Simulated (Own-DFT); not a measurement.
# What a defect does to the pressure of its cell: zincblende GaAs

Calculated, not measured: single-point runs of Own-DFT, a retired in-house plane-wave DFT program that no person has reviewed, on unrelaxed cells, without spin or spin-orbit coupling.

Common settings: PBE; PseudoDojo norm-conserving scalar-relativistic files; cutoff 42 hartree; 3 x 3 x 3 k mesh centred on Gamma; Fermi-Dirac smearing of 0.1 eV.

Limits (not all hold for every row): not probed for a lower state with spin; forces not confirmed at this smearing and k mesh; stress not checked against mesh or cutoff.

All runs share one cell, with vectors in Å (10.862, 0.000, 0.000); (0.000, 10.862, 0.000); (0.000, 0.000, 11.796) and a volume of 1391.7 Å³, strained against the parent crystal. Atoms were moved at random from their sites; u is the rms move along one axis. The defect's site can differ from row to row.

```
cell,formula,u (Å),P (GPa)
no defect,As32Ga32,0.0304,6.65
no defect,As32Ga32,0.0503,7.07
no defect,As32Ga32,0.0508,7.07
one In on a Ga site,As32Ga31In,0.0289,7.40
one In on a Ga site,As32Ga31In,0.0289,7.42
one In on a Ga site,As32Ga31In,0.0306,7.44
one In on a Ga site,As32Ga31In,0.0309,?
one As vacancy and one Ga vacancy,As31Ga31,0.0309,5.96
one As vacancy and one Ga vacancy,As31Ga31,0.0464,6.11
one As vacancy and one Ga vacancy,As31Ga31,0.0497,6.30
one Al on a Ga site,AlAs32Ga31,0.0329,6.71
one Al on a Ga site,AlAs32Ga31,0.0478,7.08
one Al on a Ga site,AlAs32Ga31,0.0514,7.03
one P on an As site,As31Ga32P,0.0321,6.41
one P on an As site,As31Ga32P,0.0542,6.89
one P on an As site,As31Ga32P,0.0555,6.76
```

## Worked fit

P = P0 + c u² + a shift for each defect gives P0 = 6.49 GPa, c = 220 ± 23 GPa/Å² and a scatter of 0.06 GPa. The shifts, and each times the cell's volume:

- one In on a Ga site: 0.74 ± 0.06 GPa, 6.4 eV
- one Al on a Ga site: 0.01 ± 0.05 GPa, 0.1 eV (not resolved)
- one P on an As site: -0.32 ± 0.05 GPa, -2.8 eV
- one As vacancy and one Ga vacancy: -0.77 ± 0.05 GPa, -6.7 eV

A positive shift means that the defect pushes the cell outwards. Shift times volume (160.2 GPa Å³ is 1 eV) depends little on the cell's size, so, taken for each site, it can be compared between cells at like pressure. The atoms around the defects weren't relaxed, which would change these numbers.

## Test on the hidden row

Asked: what pressure belongs in the blank (one In on a Ga site, u = 0.0309 Å)?

Estimate: 7.44 ± 0.07 GPa. The hidden result is 7.41 GPa.
